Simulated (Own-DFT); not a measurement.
Simulation results for Hf$_{36}$O$_{71}$ (tetragonal hafnia with one neutral oxygen vacancy, atoms displaced)

All values are calculated (Own-DFT development build). A calculation, not a measurement: plane-wave PBE and HSE06 DFT by an unreviewed code, no spin, of a simulated cell at Gamma alone, so results move with cell size and shape, stress positive in tension, energies less offsets, not probed for a lower state with spin; hafnium file: forces about 75 meV/angstrom off all-electron values; oxygen file: force components 24 meV/angstrom off all-electron in a glass; k mesh not checked against a denser one; forces and stress are PBE's, HSE06 gives the energy alone, and its difference from PBE has offsets of its own; offsets are fitted by least squares, one for each functional and potential file, so energies compare only between cells with the same atoms and settings and are not formation energies; the far tail of each file's local potential was reset to the Coulomb form; each entry is a single point on an unrelaxed cell, so the pressure reflects the starting lattice, taken from the Materials Project, from which strain is counted, and rises with the displacements; printed positions are rounded, which can move forces by about a meV/angstrom; the program is a retired in-house code; no spin-orbit coupling.

Common to all runs: first functional PBE; second functional HSE06; exact exchange share 0.25; screening 0.11 1/bohr; exchange divergence Gygi-Baldereschi; potential files PseudoDojo norm-conserving, scalar-relativistic, made for PBE, standard set; wave cutoff 48 hartree; occupations fixed; k mesh 1 x 1 x 1 centred on Gamma.

(1) Hf$_{36}$O$_{71}$ (tetragonal hafnia with one neutral oxygen vacancy, atoms displaced)

```
CELL_PARAMETERS angstrom
10.78000 0.00000 0.00000
0.00000 10.78000 0.00000
0.00000 0.00000 10.44930
ATOMIC_POSITIONS crystal
Hf 0.99901 0.99703 0.99949
Hf 0.16603 0.16840 0.25150
O 0.99923 0.16619 0.15026
O 0.16712 0.99994 0.34814
O 0.99645 0.17025 0.41036
O 0.16404 0.99886 0.09564
Hf 0.99562 0.99828 0.49476
Hf 0.16243 0.16756 0.75188
O 0.00290 0.16769 0.65367
O 0.16712 0.00260 0.84816
O 0.00123 0.16744 0.90197
O 0.16725 0.99523 0.59299
Hf 0.00393 0.32875 0.99877
Hf 0.16667 0.50161 0.25150
O 0.99451 0.50377 0.15433
O 0.16849 0.33750 0.34760
O 0.99661 0.49593 0.40056
O 0.16470 0.33224 0.09249
Hf 0.00327 0.33065 0.50226
Hf 0.16749 0.49801 0.74994
O 0.99848 0.49983 0.65034
O 0.16888 0.33353 0.84638
O 0.99881 0.49860 0.90282
O 0.16777 0.33617 0.59623
Hf 0.00221 0.66966 0.00461
Hf 0.16682 0.83269 0.25097
O 0.99757 0.83116 0.15208
O 0.16137 0.67070 0.35016
O 0.99461 0.83213 0.40558
O 0.16557 0.66947 0.09773
Hf 0.00226 0.66176 0.49725
Hf 0.17148 0.83639 0.75153
O 0.99776 0.82837 0.65271
O 0.16635 0.66757 0.85222
O 0.00193 0.83266 0.90289
O 0.16455 0.66656 0.59232
Hf 0.33459 0.99989 0.00285
Hf 0.50033 0.16940 0.24859
O 0.33683 0.16713 0.14590
O 0.50209 0.99664 0.34913
O 0.33710 0.16322 0.40303
O 0.50039 0.00046 0.09667
Hf 0.33505 0.99811 0.50213
Hf 0.50032 0.16428 0.74863
O 0.33089 0.16622 0.65413
O 0.33017 0.16804 0.90240
O 0.49783 0.99623 0.59998
Hf 0.33654 0.33490 0.00291
Hf 0.50090 0.50496 0.25397
O 0.32866 0.50107 0.15322
O 0.49960 0.33287 0.34733
O 0.33051 0.49953 0.40158
O 0.50199 0.33772 0.09286
Hf 0.33341 0.33289 0.50075
Hf 0.50270 0.49890 0.75289
O 0.33497 0.49633 0.64676
O 0.50010 0.33257 0.84546
O 0.33083 0.50208 0.90115
O 0.49834 0.33929 0.59986
Hf 0.33301 0.66408 0.99910
Hf 0.49800 0.83915 0.25171
O 0.33773 0.83796 0.15581
O 0.49682 0.66505 0.35170
O 0.33404 0.83657 0.39712
O 0.49615 0.66925 0.09560
Hf 0.33079 0.66756 0.50338
Hf 0.50176 0.83585 0.74732
O 0.33395 0.82632 0.65542
O 0.50014 0.66455 0.84827
O 0.33154 0.83429 0.90207
O 0.49981 0.66641 0.59911
Hf 0.66009 0.00311 0.99888
Hf 0.83197 0.16904 0.24877
O 0.66434 0.16847 0.15351
O 0.83286 0.00069 0.35335
O 0.66354 0.17119 0.40239
O 0.83387 0.00075 0.10117
Hf 0.66319 0.99928 0.49662
Hf 0.83151 0.16176 0.74883
O 0.66776 0.16924 0.65657
O 0.83453 0.99816 0.84682
O 0.66624 0.16844 0.90171
O 0.83256 0.00114 0.60087
Hf 0.66592 0.33331 0.99661
Hf 0.83135 0.49699 0.24928
O 0.67403 0.50225 0.14999
O 0.83121 0.33426 0.34691
O 0.66332 0.50358 0.40264
O 0.83129 0.33169 0.09782
Hf 0.66311 0.33067 0.49953
Hf 0.83478 0.49942 0.74885
O 0.66349 0.50342 0.65320
O 0.83233 0.32797 0.84870
O 0.66652 0.50286 0.90063
O 0.83777 0.32933 0.59715
Hf 0.66122 0.66688 0.99945
Hf 0.83351 0.82988 0.25105
O 0.66972 0.82702 0.15467
O 0.83368 0.66335 0.35062
O 0.66407 0.83362 0.40351
O 0.83388 0.66979 0.09933
Hf 0.67163 0.66991 0.50357
Hf 0.83920 0.83247 0.75218
O 0.66600 0.83742 0.65089
O 0.83395 0.67069 0.84969
O 0.66768 0.83557 0.90512
O 0.83261 0.66749 0.59912
```

* PBE energy of cell above offsets: -101.176 eV
* HSE06 less PBE above offsets: -0.155 eV
* PBE pressure: 0.75 GPa
* PBE stress xx: -0.66 GPa
* PBE stress yy: -0.21 GPa
* PBE stress zz: -1.39 GPa
* PBE stress yz: -0.62 GPa
* PBE stress xz: -0.1 GPa
* PBE stress xy: 0.01 GPa

Force:
| element | x (eV/Å) | y (eV/Å) | z (eV/Å) |
| --- | --- | --- | --- |
| Hf | -0.46 | 0.386 | 0.107 |
| Hf | 0.115 | -0.262 | -0.462 |
| O | 0.407 | 0.209 | 0.88 |
| O | -0.449 | 0.453 | -0.515 |
| O | 0.44 | -0.879 | -1.477 |
| O | 0.42 | 0.014 | 0.366 |
| Hf | 0.045 | -0.106 | 1.117 |
| Hf | 0.702 | -0.145 | 0.041 |
| O | -0.41 | -0.178 | -0.004 |
| O | -0.097 | -0.484 | -0.224 |
| O | 0.154 | -0.659 | -0.053 |
| O | -0.111 | -0.198 | 0.339 |
| Hf | -1.49 | 0.897 | -0.192 |
| Hf | -0.906 | 0.331 | -0.073 |
| O | 1.389 | -0.19 | -0.099 |
| O | 0.026 | -1.244 | -0.315 |
| O | 0.54 | 0.165 | 0.309 |
| O | 0.817 | 0.002 | 0.935 |
| Hf | -0.733 | 1.05 | 0.252 |
| Hf | -0.071 | 0.499 | 0.027 |
| O | 0.485 | 0.15 | 0.26 |
| O | -0.224 | 0.16 | -0.038 |
| O | 0.08 | 0.037 | 0.001 |
| O | 0.074 | -0.108 | 0.271 |
| Hf | -1.21 | -0.883 | -0.539 |
| Hf | 0.028 | 0.471 | -0.401 |
| O | 0.694 | 0.211 | 0.263 |
| O | 0.199 | -0.611 | -0.322 |
| O | 0.235 | 0.051 | -0.558 |
| O | 0.845 | 0.115 | 0.656 |
| Hf | -1.046 | 0.136 | 0.19 |
| Hf | -1.166 | -0.248 | 0.13 |
| O | 1.003 | 0.366 | 0.183 |
| O | 0.149 | -0.142 | -0.923 |
| O | 0.011 | 0.391 | -0.092 |
| O | 0.453 | -0.167 | 0.868 |
| Hf | -0.928 | 0.3 | -0.692 |
| Hf | -0.183 | -0.123 | 0.451 |
| O | -0.607 | 0.161 | 0.99 |
| O | 0.235 | 1.556 | 0.08 |
| O | -0.169 | 0.262 | -0.219 |
| O | 0.023 | -0.088 | 0.039 |
| Hf | -1.053 | 0.306 | -0.364 |
| Hf | -0.632 | 0.115 | 0.594 |
| O | 0.474 | -0.048 | -0.176 |
| O | 0.784 | -0.377 | 0.281 |
| O | 0.296 | 0.339 | 0.431 |
| Hf | -0.557 | -0.283 | -0.912 |
| Hf | 0.417 | -0.011 | -0.152 |
| O | 0.797 | -0.105 | -0.15 |
| O | -0.105 | 0.343 | -0.205 |
| O | -0.023 | 0.297 | -0.075 |
| O | -0.182 | -0.037 | 0.748 |
| Hf | 0.144 | 0.43 | 0.125 |
| Hf | -0.371 | 0.334 | -0.841 |
| O | -0.514 | 0.474 | 0.818 |
| O | -0.053 | -0.27 | 0.309 |
| O | 0.141 | -0.574 | 0.076 |
| O | 0.353 | -0.735 | -0.534 |
| Hf | -0.39 | 0.386 | -0.326 |
| Hf | 0.927 | -1.839 | -0.017 |
| O | -1.156 | 0.065 | -0.519 |
| O | -0.173 | 0.784 | -0.681 |
| O | -0.129 | -0.537 | 0.862 |
| O | 0.227 | -0.509 | 0.52 |
| Hf | 1.195 | -0.374 | -0.395 |
| Hf | 0.47 | -0.542 | 0.678 |
| O | 0.11 | 0.281 | -0.523 |
| O | -0.029 | 0.84 | 0.046 |
| O | 0.438 | 0.266 | 0.195 |
| O | -0.053 | 0.306 | -0.177 |
| Hf | 1.704 | -0.581 | -0.01 |
| Hf | 0.185 | -0.142 | -0.104 |
| O | -0.021 | -0.152 | -0.133 |
| O | -0.138 | 0.268 | -0.483 |
| O | -0.132 | -1.115 | -0.03 |
| O | -0.438 | 0.139 | -0.401 |
| Hf | 1.099 | -0.281 | 0.498 |
| Hf | 0.874 | 0.516 | 0.059 |
| O | -1.001 | -0.093 | -0.788 |
| O | 0.151 | 0.319 | 0.497 |
| O | -0.562 | -0.889 | -0.015 |
| O | -0.125 | 0.218 | -0.563 |
| Hf | 1.05 | 0.733 | 0.028 |
| Hf | 0.507 | 0.557 | 0.262 |
| O | -2.097 | 0.081 | -0.017 |
| O | -0.263 | -0.582 | 0.044 |
| O | -0.129 | -0.752 | 0.098 |
| O | 0.361 | -0.313 | -0.156 |
| Hf | 0.792 | 1.445 | 0.425 |
| Hf | -0.194 | 0.033 | 0.624 |
| O | 1.064 | -0.333 | 0.052 |
| O | -0.197 | 0.729 | -0.447 |
| O | -0.036 | -0.698 | 0.043 |
| O | -1.095 | 0.297 | -0.087 |
| Hf | 1.263 | 0.352 | 0.395 |
| Hf | -0.164 | -0.226 | -0.159 |
| O | -1.09 | 0.466 | 0.164 |
| O | -0.148 | 0.44 | -0.072 |
| O | 0.188 | 0.123 | -0.04 |
| O | -0.213 | 0.123 | -0.352 |
| Hf | -0.856 | -0.64 | -0.153 |
| Hf | -0.644 | -0.126 | -0.321 |
| O | 0.241 | -0.128 | 0.289 |
| O | -0.069 | -0.876 | -0.294 |
| O | -0.939 | 0.312 | -0.194 |
| O | 0.402 | -0.212 | 0.146 |

(2) Hf$_{36}$O$_{71}$ (tetragonal hafnia with one neutral oxygen vacancy, atoms displaced)

```
CELL_PARAMETERS angstrom
10.78000 0.00000 0.00000
0.00000 10.78000 0.00000
0.00000 0.00000 10.44930
ATOMIC_POSITIONS crystal
Hf 0.99927 0.99609 0.99935
Hf 0.16740 0.16964 0.24636
O 0.00138 0.17315 0.15443
O 0.16121 0.00547 0.34742
O 0.00394 0.16604 0.40021
O 0.16871 0.00156 0.09425
Hf 0.00014 0.00496 0.50022
Hf 0.16484 0.16412 0.75164
O 0.99865 0.16584 0.65145
O 0.16778 0.99404 0.84390
O 0.99969 0.16874 0.89834
O 0.16516 0.00081 0.59376
Hf 0.99568 0.32876 0.00272
Hf 0.16124 0.50249 0.25223
O 0.99918 0.50007 0.14834
O 0.17018 0.33264 0.34840
O 0.99837 0.50017 0.40393
O 0.16781 0.33316 0.09918
Hf 0.99701 0.33500 0.50377
Hf 0.17211 0.50244 0.74534
O 0.99967 0.50031 0.65282
O 0.16404 0.33445 0.84432
O 0.00138 0.50835 0.90398
O 0.16895 0.33955 0.59992
Hf 0.00188 0.66407 0.00034
Hf 0.16800 0.83146 0.25295
O 0.00236 0.83535 0.15213
O 0.16876 0.66513 0.34924
O 0.99848 0.83426 0.40014
O 0.17014 0.67366 0.09866
Hf 0.99457 0.66859 0.49967
Hf 0.16545 0.83363 0.75383
O 0.00287 0.83827 0.65702
O 0.17197 0.66361 0.85722
O 0.99755 0.83431 0.90063
O 0.16660 0.66227 0.59814
Hf 0.33968 0.00078 0.99986
Hf 0.49762 0.16491 0.25082
O 0.33482 0.16738 0.15161
O 0.50156 0.00361 0.34950
O 0.33019 0.16427 0.40231
O 0.49709 0.99259 0.10126
Hf 0.33412 0.99588 0.50260
Hf 0.50116 0.16788 0.75043
O 0.33487 0.16316 0.65188
O 0.50526 0.00070 0.85055
O 0.33442 0.16468 0.90596
O 0.49510 0.99724 0.60257
Hf 0.33238 0.33817 0.00166
Hf 0.50057 0.50425 0.25069
O 0.33267 0.50011 0.15102
O 0.49419 0.33087 0.35117
O 0.33505 0.49923 0.40657
O 0.50173 0.33355 0.10216
Hf 0.33058 0.33675 0.49900
Hf 0.49698 0.50196 0.74732
O 0.33662 0.50356 0.65307
O 0.50084 0.33147 0.84568
O 0.33391 0.49452 0.90580
O 0.50170 0.33318 0.59709
Hf 0.33616 0.66596 0.99642
Hf 0.50173 0.83724 0.24926
O 0.32456 0.83417 0.14523
O 0.50235 0.66737 0.35059
O 0.33469 0.83270 0.40049
O 0.50123 0.66319 0.09926
Hf 0.33267 0.66948 0.49987
Hf 0.49587 0.82987 0.74590
O 0.33246 0.83191 0.64903
O 0.50343 0.66375 0.84983
O 0.33266 0.83131 0.90185
O 0.50071 0.66619 0.60434
Hf 0.66801 0.99904 0.00070
Hf 0.83211 0.16870 0.25228
O 0.66045 0.16676 0.14998
O 0.82952 0.00472 0.34665
O 0.66481 0.16698 0.39928
O 0.83574 0.00377 0.09587
Hf 0.66173 0.99975 0.49428
Hf 0.83139 0.16715 0.75415
O 0.66878 0.16609 0.65379
O 0.83398 0.99975 0.84893
O 0.66482 0.16895 0.90501
O 0.83247 0.99930 0.59322
Hf 0.66937 0.33847 0.00227
Hf 0.83712 0.50181 0.25169
O 0.66803 0.50341 0.15031
O 0.83504 0.33377 0.34525
O 0.66314 0.50083 0.40436
O 0.83719 0.33436 0.09954
Hf 0.66413 0.33300 0.49492
Hf 0.83506 0.49958 0.75083
O 0.66609 0.49673 0.65426
O 0.83260 0.33689 0.84609
O 0.66750 0.50096 0.90778
Hf 0.66662 0.66450 0.00390
Hf 0.83286 0.83717 0.24465
O 0.66523 0.83508 0.15168
O 0.83425 0.66664 0.34894
O 0.66702 0.83183 0.40435
O 0.82772 0.66698 0.10011
Hf 0.66581 0.66455 0.50075
Hf 0.83631 0.82733 0.75228
O 0.66508 0.83211 0.64667
O 0.83468 0.67005 0.84686
O 0.66333 0.83538 0.89874
O 0.83267 0.66594 0.60367
```

- PBE energy of cell above offsets: -100.850 eV
- HSE06 less PBE above offsets: -0.151 eV
- PBE pressure: 0.58 GPa
- PBE stress xx: 0.08 GPa
- PBE stress yy: -0.8 GPa
- PBE stress zz: -1.02 GPa
- PBE stress yz: 0.05 GPa
- PBE stress xz: 0.05 GPa
- PBE stress xy: -0.04 GPa

Force:
| element | x (eV/Å) | y (eV/Å) | z (eV/Å) |
| --- | --- | --- | --- |
| Hf | 0.842 | 0.483 | -0.002 |
| Hf | 0.53 | -0.523 | 0.585 |
| O | -0.779 | -0.057 | -0.54 |
| O | 0.329 | -1.306 | -0.494 |
| O | -0.709 | 1.122 | 0.455 |
| O | -0.557 | 0.343 | -0.268 |
| Hf | -0.22 | -0.356 | -0.271 |
| Hf | 0.727 | 0.427 | -0.218 |
| O | -0.103 | 0.606 | -0.047 |
| O | -0.233 | 1.173 | 0.28 |
| O | 0.041 | -0.637 | 0.561 |
| O | 0.417 | -0.076 | 0.533 |
| Hf | 1.701 | 0.589 | -0.674 |
| Hf | 1.23 | -0.877 | -0.508 |
| O | 0.104 | 0.424 | 0.619 |
| O | -0.182 | 0.934 | -0.113 |
| O | 0.076 | 0.102 | -0.353 |
| O | -0.627 | 0.16 | -0.319 |
| Hf | 0.159 | -0.657 | 0.106 |
| Hf | -0.989 | -0.581 | 0.816 |
| O | -0.093 | -0.451 | -0.064 |
| O | 0.121 | -0.049 | 0.1 |
| O | -0.407 | -1.706 | -0.238 |
| O | -0.666 | -0.126 | -0.301 |
| Hf | 0.234 | 0.782 | 0.409 |
| Hf | -0.213 | 1.049 | -0.546 |
| O | -0.704 | 0.052 | -0.034 |
| O | -0.113 | 0.178 | 0.248 |
| O | -0.111 | -0.242 | 0.481 |
| O | -0.854 | -0.778 | 0.183 |
| Hf | 0.323 | 0.293 | 0.248 |
| Hf | 0.342 | -0.786 | -0.223 |
| O | -0.282 | -0.664 | -0.521 |
| O | -0.154 | 0.466 | -1.106 |
| O | 0.265 | -0.646 | 0.261 |
| O | -0.321 | 0.137 | -0.089 |
| Hf | -1.005 | -0.304 | -0.028 |
| Hf | -0.36 | 1.389 | -0.17 |
| O | 0.101 | -0.22 | 0.033 |
| O | 0.082 | -1.228 | 0.223 |
| O | 0.231 | 0.001 | 0.361 |
| O | 0.862 | 0.031 | 0.265 |
| Hf | -0.75 | 1.6 | -0.23 |
| Hf | -0.241 | -0.204 | 0.157 |
| O | -0.596 | 0.215 | 0.475 |
| O | -0.479 | -0.218 | -0.203 |
| O | -0.303 | 0.603 | -0.404 |
| O | 0.894 | -0.063 | -0.563 |
| Hf | 0.525 | -1.563 | 0.561 |
| Hf | -0.419 | -1.098 | -0.225 |
| O | -0.237 | 0.132 | 0.679 |
| O | 0.464 | 0.582 | -0.521 |
| O | -0.014 | 1.074 | -0.373 |
| O | -0.051 | 0.482 | -0.58 |
| Hf | 0.708 | -1.626 | -0.227 |
| Hf | 1.174 | -0.914 | 0.685 |
| O | -0.385 | -0.01 | -0.301 |
| O | -0.015 | 0.779 | 0.177 |
| O | 0.143 | 1.278 | -1.062 |
| O | -0.392 | 0.03 | -0.154 |
| Hf | -0.596 | 0.163 | 0.712 |
| Hf | -1.022 | -0.27 | -0.211 |
| O | 1.891 | -0.117 | 1.118 |
| O | -0.181 | 0.401 | -0.127 |
| O | -0.04 | 0.088 | -0.325 |
| O | -0.218 | 0.375 | 0.329 |
| Hf | 0.118 | -0.561 | 0.182 |
| Hf | 1.499 | 0.707 | 0.76 |
| O | -0.642 | -0.223 | -0.002 |
| O | -0.559 | 0.225 | -0.049 |
| O | 0.524 | 0.308 | -0.556 |
| O | -0.293 | -0.031 | -0.728 |
| Hf | -0.654 | 0.337 | -0.916 |
| Hf | -0.102 | -0.318 | -0.622 |
| O | 1.178 | -0.257 | 0.444 |
| O | -0.06 | -0.77 | -0.447 |
| O | 0.187 | 0.349 | 0.149 |
| O | -0.224 | -0.303 | 0.497 |
| Hf | 0.881 | -0.186 | 1.503 |
| Hf | -0.05 | -0.659 | -0.556 |
| O | -0.075 | 0.365 | -0.355 |
| O | -0.038 | -0.115 | -0.043 |
| O | 0.617 | -0.016 | 0.014 |
| O | -0.285 | 0.059 | -0.026 |
| Hf | -1.171 | -0.91 | 0.092 |
| Hf | -0.63 | 0.173 | -0.35 |
| O | 0.217 | -0.37 | 0.85 |
| O | -0.119 | 0.33 | 0.711 |
| O | 0.187 | -0.401 | -0.484 |
| O | -1.108 | -0.029 | 0.042 |
| Hf | -0.051 | -0.109 | 1.061 |
| Hf | -0.281 | 0.55 | -0.244 |
| O | 0.479 | -0.067 | -0.038 |
| O | 0.218 | -0.452 | 0.056 |
| O | 0.23 | 0.119 | -0.529 |
| Hf | -0.422 | 0.579 | -0.95 |
| Hf | 0.593 | -0.135 | 0.892 |
| O | 0.312 | 0.188 | 0.078 |
| O | 0.038 | 0.234 | 0.017 |
| O | -0.155 | 0.087 | -0.848 |
| O | 1.422 | 0.279 | 0.087 |
| Hf | -0.023 | 0.742 | 0.669 |
| Hf | -1.141 | 1.644 | -0.849 |
| O | 0.075 | -0.087 | 0.667 |
| O | -0.15 | -1.008 | 0.717 |
| O | 0.369 | -0.622 | 0.715 |
| O | 0.196 | 0.159 | -0.635 |

(3) Hf$_{36}$O$_{71}$ (tetragonal hafnia with one neutral oxygen vacancy, atoms displaced)

```
CELL_PARAMETERS angstrom
10.78000 0.00000 0.00000
0.00000 10.78000 0.00000
0.00000 0.00000 10.44930
ATOMIC_POSITIONS crystal
Hf 0.99584 0.00087 0.99746
Hf 0.16886 0.17427 0.26078
O 0.99532 0.17074 0.15829
O 0.16805 0.99892 0.34679
O 0.01377 0.17491 0.39198
O 0.17061 0.99591 0.09603
Hf 0.00559 0.99885 0.49988
Hf 0.16556 0.16244 0.75517
O 0.00090 0.17065 0.64553
O 0.16108 0.99519 0.84120
O 0.16686 0.99621 0.60240
Hf 0.99695 0.33394 0.99182
Hf 0.17132 0.49507 0.25024
O 0.99919 0.50437 0.15343
O 0.16995 0.32565 0.34974
O 0.00165 0.49431 0.39895
O 0.16139 0.32405 0.09235
Hf 0.99870 0.33966 0.49927
Hf 0.17034 0.50073 0.74776
O 0.00364 0.50168 0.65652
O 0.16865 0.32827 0.84260
O 0.00004 0.49807 0.89917
O 0.16762 0.34647 0.59359
Hf 0.99267 0.66517 0.00202
Hf 0.17141 0.83118 0.24251
O 0.99520 0.83136 0.15163
O 0.18062 0.66491 0.34843
O 0.00650 0.83372 0.40159
O 0.16747 0.66306 0.09911
Hf 0.99345 0.67384 0.49802
Hf 0.16296 0.82791 0.75412
O 0.00844 0.83717 0.64848
O 0.16900 0.66903 0.84598
O 0.00041 0.83558 0.91019
O 0.15840 0.66142 0.60157
Hf 0.32476 0.99701 0.99745
Hf 0.49345 0.17572 0.24094
O 0.32185 0.16039 0.15472
O 0.49667 0.99703 0.34842
O 0.32429 0.16805 0.40225
O 0.50122 0.00050 0.09595
Hf 0.32855 0.00145 0.50779
Hf 0.49651 0.16482 0.75302
O 0.33250 0.17039 0.65970
O 0.49138 0.00868 0.83973
O 0.32892 0.17443 0.90290
O 0.50458 0.00344 0.59726
Hf 0.33619 0.33430 0.98693
Hf 0.50484 0.50986 0.25190
O 0.33488 0.49653 0.15491
O 0.49951 0.32852 0.34444
O 0.33047 0.49534 0.40575
O 0.50023 0.33046 0.09477
Hf 0.33829 0.33927 0.48782
Hf 0.49869 0.50349 0.75164
O 0.33178 0.49819 0.64535
O 0.49727 0.32659 0.84118
O 0.33548 0.49879 0.89579
O 0.50215 0.32820 0.59689
Hf 0.33601 0.66503 0.00551
Hf 0.49908 0.83534 0.24642
O 0.33041 0.82943 0.14938
O 0.50566 0.66026 0.34610
O 0.32686 0.83028 0.40528
O 0.50212 0.66018 0.10745
Hf 0.32898 0.66733 0.49893
Hf 0.49525 0.83357 0.74839
O 0.33574 0.83220 0.65299
O 0.50283 0.66403 0.84988
O 0.33486 0.83853 0.90077
O 0.49468 0.65775 0.59728
Hf 0.66947 0.99467 0.00036
Hf 0.84237 0.16669 0.24287
O 0.66053 0.16558 0.15399
O 0.83044 0.00314 0.34566
O 0.66035 0.17198 0.40612
O 0.83664 0.99823 0.09580
Hf 0.66930 0.99880 0.50003
Hf 0.83192 0.16927 0.75529
O 0.66225 0.16617 0.65264
O 0.82691 0.00188 0.83794
O 0.66861 0.17340 0.90730
O 0.83316 0.00609 0.59852
Hf 0.67160 0.34392 0.99879
Hf 0.83250 0.50530 0.25578
O 0.67001 0.49482 0.14981
O 0.82574 0.33534 0.34077
O 0.66845 0.49792 0.39146
O 0.83115 0.33276 0.10722
Hf 0.66626 0.33625 0.50647
Hf 0.83702 0.49974 0.75799
O 0.65986 0.48684 0.65634
O 0.83465 0.33109 0.84464
O 0.66217 0.50792 0.89542
O 0.83401 0.34031 0.60035
Hf 0.67221 0.67278 0.99987
Hf 0.83669 0.83274 0.24684
O 0.66645 0.83313 0.15112
O 0.82878 0.67211 0.34683
O 0.66851 0.83284 0.41187
O 0.83473 0.67145 0.10249
Hf 0.66361 0.66894 0.48226
Hf 0.83203 0.83425 0.74829
O 0.66194 0.83199 0.64897
O 0.83620 0.66626 0.84457
O 0.66964 0.83516 0.89772
O 0.82978 0.65469 0.60722
```

* PBE energy of cell above offsets: -96.125 eV
* HSE06 less PBE above offsets: 0.111 eV
* PBE pressure: 2.47 GPa
* PBE stress xx: -0.09 GPa
* PBE stress yy: -4.55 GPa
* PBE stress zz: -2.77 GPa
* PBE stress yz: -0.28 GPa
* PBE stress xz: 0.88 GPa
* PBE stress xy: -0.07 GPa

Force:
| element | x (eV/Å) | y (eV/Å) | z (eV/Å) |
| --- | --- | --- | --- |
| Hf | 1.397 | 0.977 | 0.442 |
| Hf | -0.622 | -2.465 | -1.76 |
| O | 2.441 | -0.776 | -2.592 |
| O | -0.244 | -0.732 | 0.161 |
| O | -1.66 | -1.225 | 1.786 |
| O | -2.311 | -0.713 | -0.334 |
| Hf | -0.372 | 1.74 | -0.25 |
| Hf | 0.137 | 0.821 | -1.779 |
| O | 0.089 | -0.382 | 1.282 |
| O | -0.051 | 0.689 | 1.459 |
| O | -0.128 | 0.358 | -0.37 |
| Hf | 0.506 | -1.119 | 1.72 |
| Hf | -0.82 | 0.185 | -0.077 |
| O | 0.121 | 0.275 | -0.192 |
| O | 0.389 | 4.126 | 0.216 |
| O | -0.236 | 2.445 | -0.183 |
| O | 0.274 | 1.042 | -0.204 |
| Hf | 0.5 | -1.487 | 1.265 |
| Hf | -0.003 | -0.888 | -1.37 |
| O | -1.013 | -0.145 | 0.066 |
| O | -0.927 | 0.973 | 0.548 |
| O | -0.318 | 0.653 | 0.557 |
| O | -0.171 | -0.418 | -0.419 |
| Hf | 1.796 | -0.404 | 0.125 |
| Hf | -1.066 | 0.529 | 1.654 |
| O | 1.226 | -0.183 | 0.128 |
| O | -0.916 | -0.347 | -0.652 |
| O | -0.684 | -0.275 | -0.327 |
| O | -0.187 | 0.285 | -0.594 |
| Hf | 0.71 | -1.851 | 1.43 |
| Hf | 1.13 | 0.206 | -1 |
| O | -2.411 | -0.39 | 0.12 |
| O | 0.018 | -0.691 | 1.097 |
| O | -0.413 | -0.649 | -0.984 |
| O | 0.807 | 0.695 | -0.868 |
| Hf | 1.756 | 2.024 | 0.31 |
| Hf | 0.977 | -1.55 | 0.569 |
| O | 1.951 | 0.182 | -0.756 |
| O | -0.036 | -0.423 | -0.841 |
| O | 0.484 | -0.806 | 0.506 |
| O | -0.699 | -1.079 | -0.646 |
| Hf | 1.529 | 0.536 | -1.254 |
| Hf | 0.927 | 1.325 | -2.234 |
| O | -0.957 | -0.873 | -0.693 |
| O | 0.417 | -3.011 | 1.628 |
| O | -0.322 | -2.649 | -0.035 |
| O | -1.353 | -0.621 | -0.187 |
| Hf | -0.23 | -0.098 | 1.944 |
| Hf | 0.084 | -3.906 | -1.424 |
| O | -0.026 | 0.404 | -0.41 |
| O | -0.706 | 2.158 | 0.157 |
| O | 0.293 | 2.53 | -1.975 |
| O | -0.236 | 0.142 | -0.674 |
| Hf | 0.025 | -2.431 | 3.244 |
| Hf | -0.142 | -1.271 | -1.593 |
| O | 0.452 | 0.414 | 0.901 |
| O | -0.075 | 2.264 | 1.248 |
| O | -0.269 | 1.023 | 0.56 |
| O | -1.244 | 0.409 | -0.75 |
| Hf | -0.358 | -0.171 | -0.783 |
| Hf | -0.421 | 1.774 | 0.849 |
| O | 1.577 | -0.22 | -0.376 |
| O | -0.239 | 2.934 | 1.276 |
| O | 0.653 | 0.64 | -0.394 |
| O | 0.162 | 0.542 | -1.185 |
| Hf | -0.835 | -0.665 | 1.132 |
| Hf | 0.645 | 0.469 | -0.208 |
| O | -1.025 | -0.17 | -0.117 |
| O | -0.456 | 1.683 | 0.664 |
| O | 0.14 | -1.66 | 0.236 |
| O | 1.025 | 0.605 | -0.576 |
| Hf | -0.987 | 2.953 | 0.357 |
| Hf | -3.71 | 1.151 | 1.938 |
| O | 1.302 | -0.436 | -0.166 |
| O | 0.493 | -1.081 | -0.07 |
| O | 0.277 | -1.081 | 0.486 |
| O | -0.648 | -0.17 | -0.265 |
| Hf | -0.737 | 2.834 | -0.02 |
| Hf | -0.841 | -0.362 | -2.481 |
| O | 1.353 | 0.127 | 0.796 |
| O | 0.716 | -0.759 | 1.519 |
| O | 0.422 | -1.091 | 0.067 |
| O | 0.89 | -0.992 | -0.412 |
| Hf | -0.975 | -1.679 | 0.936 |
| Hf | 0.337 | -2.682 | -0.715 |
| O | -0.149 | 0.919 | -0.371 |
| O | 0.824 | -0.092 | 0.821 |
| O | -0.194 | 0.883 | 0.655 |
| O | 0.751 | 0.303 | -2.248 |
| Hf | -0.035 | -1.31 | -0.403 |
| Hf | -0.479 | -0.28 | -3.109 |
| O | 1.122 | 0.561 | -0.005 |
| O | 0.392 | 0.881 | 1.69 |
| O | 0.851 | -0.355 | 1.173 |
| O | 0.328 | -0.159 | -0.181 |
| Hf | -1.233 | -0.91 | -0.264 |
| Hf | -0.286 | 1.779 | 0.572 |
| O | 0.16 | -0.156 | -0.094 |
| O | 0.364 | -0.086 | 0.969 |
| O | -0.165 | 0.322 | -2.223 |
| O | -0.931 | -0.179 | -0.475 |
| Hf | -0.312 | -1.63 | 3.578 |
| Hf | -0.608 | 0.065 | -1.311 |
| O | 0.922 | -0.192 | 0.811 |
| O | 0.103 | 1.014 | 1.753 |
| O | 0.046 | -0.497 | 0.263 |
| O | 0.189 | 1.075 | -1.777 |
